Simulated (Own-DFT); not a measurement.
# Point defects and the pressure they add: zincblende GaAs

The numbers are computed, not measured, by runs of the plane-wave DFT program Own-DFT (in-house, retired, unreviewed) at fixed positions, with no spin and no spin-orbit coupling.

All runs used: PBE; PseudoDojo norm-conserving scalar-relativistic files; cutoff 42 hartree; 3 x 3 x 3 k mesh centred on Gamma; Fermi-Dirac smearing of 0.1 eV.

Keep in mind (not all hold for every row): not probed for a lower state with spin; forces not confirmed at this smearing and k mesh; stress not checked against mesh or cutoff.

All runs share one cell, with vectors in Å (11.737, 0.000, 0.000); (0.000, 11.737, 0.000); (0.000, 0.000, 10.919) and a volume of 1504.3 Å³, strained against the parent crystal. The atoms are randomly displaced, by u rms on each axis. The defect's site can differ from row to row.

```
                             cell     formula   u (Å)  P (GPa)
                        no defect    As32Ga32  0.0300     0.73
                        no defect    As32Ga32  0.0489     0.96
                        no defect    As32Ga32  0.0510     1.10
              one In on a Ga site  As32Ga31In  0.0310     1.33
              one In on a Ga site  As32Ga31In  0.0323     1.34
              one In on a Ga site  As32Ga31In  0.0499        ?
              one In on a Ga site  As32Ga31In  0.0526     1.65
              one Al on a Ga site  AlAs32Ga31  0.0275     0.70
              one Al on a Ga site  AlAs32Ga31  0.0285     0.73
              one Al on a Ga site  AlAs32Ga31  0.0518     1.03
one As vacancy and one Ga vacancy    As31Ga31  0.0301     0.53
one As vacancy and one Ga vacancy    As31Ga31  0.0498     0.86
one As vacancy and one Ga vacancy    As31Ga31  0.0516     0.73
              one P on an As site   As31Ga32P  0.0290     0.49
              one P on an As site   As31Ga32P  0.0490     0.87
              one P on an As site   As31Ga32P  0.0490     0.85
```

## Worked fit

P = P0 + c u² + a shift for each defect gives P0 = 0.57 GPa, c = 183 ± 17 GPa/Å² and a scatter of 0.05 GPa. The shifts, and each times the cell's volume:

- one In on a Ga site: 0.58 ± 0.04 GPa, 5.4 eV
- one Al on a Ga site: -0.01 ± 0.04 GPa, -0.1 eV (not resolved)
- one P on an As site: -0.18 ± 0.04 GPa, -1.7 eV
- one As vacancy and one Ga vacancy: -0.23 ± 0.04 GPa, -2.2 eV

Positive is outwards. The product with the volume (160.2 GPa Å³ to the eV) is nearly free of the cell's size; divided by the bulk modulus at the cell's pressure it gives the volume that the defect adds. The atoms around the defects weren't relaxed, which would change these numbers.

## The run left out

Question: what pressure belongs in the blank (one In on a Ga site, u = 0.0499 Å)?

The fitted form gives 1.60 ± 0.06 GPa. The run itself gave 1.64 GPa.
